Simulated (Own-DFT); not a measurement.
# Hybrid less PBE against volume: monoclinic HfO2, 94 atoms (Hf32O62), with two O vacancies

All values are computed. Each geometry was run twice at fixed positions with Own-DFT, a retired in-house plane-wave program that no person has reviewed: with PBE, and with HSE06 (exact exchange share 0.25 at short range, screening 0.11 per bohr, Gygi-Baldereschi treatment of its divergence). Both used PseudoDojo norm-conserving files made for PBE, a cutoff of 48 hartree, the Gamma point alone, fixed occupations, a neutral cell and no spin. The unstrained cell is 10.1 Å across at its thinnest, so Gamma alone is coarse and defects feel their images. The hafnium file keeps the 4f electrons in the core, and its forces lie about 75 meV/Å off all-electron values. The oxygen file's force components were 24 meV/Å off all-electron values in a glass.

Unstrained cell vectors in Å: (10.234, 0.000, 0.000); (0.000, 10.350, 0.000); (-1.695, 0.000, 10.445), volume V0 = 1106.4 Å³, from measured lattice constants. Each geometry has its own random strain of a few per cent, its own defect sites and random moves of rms u per axis. HSE06 gave the energy alone. D is its energy less that of PBE, over the lowest D shown. The PBE stress wasn't checked against mesh or cutoff.

```
run  V - V0 (Å³)   u (Å)  P with PBE (GPa)  D (eV)
  1        -46.0  0.0539             17.06   0.293
  2        -37.1  0.0318             14.01   0.310
  3        -22.9  0.0514             11.47   0.948
  4         29.2  0.0463             -1.42   2.050
  5         -3.3  0.0316              5.03   1.112
  6         12.4  0.0511              1.58   1.797
  7        -32.9  0.0520             13.79   0.680
  8        -23.3  0.0298              9.64   0.674
  9         -2.2  0.0464              5.41   1.453
 10         14.4  0.0501              2.37   1.790
 11        -30.5  0.0305             10.62   0.542
 12         -4.0  0.0285              5.16   1.154
 13        -50.7  0.0306             16.90   0.000
 14        -35.2  0.0299             12.51       ?
```

## Working it out

D = 1.12 + 0.0246 (V - V0) + 130 u² eV, with an error of 0.0007 on the volume slope, 20 on the last term and a scatter of 0.06 eV. Pressure is -dE/dV, and 1 eV/Å³ is 160.2 GPa, so HSE06 changes the pressure by -3.9 ± 0.1 GPa. With the ions held to the strained lattice, the PBE pressure falls by 272 ± 7 GPa per unit of volume strain; the shape of the strain isn't fitted, so the true error is larger, and a relaxed crystal would be softer. On that slope HSE06's volume at a given pressure is about 1.4 % smaller, or 0.5 % in lengths. At u = 0 and V0 the PBE pressure is 3.4 GPa, which puts the zero-pressure volume, against the measured cell and with the defects in, at +1.2 % for PBE and -0.2 % for HSE06, each good to a few tenths of a per cent.

## The run left out

Q: what D should run 14 give?

Estimate: 0.37 eV, with rows scattering by 0.06. The hidden result is 0.327 eV.
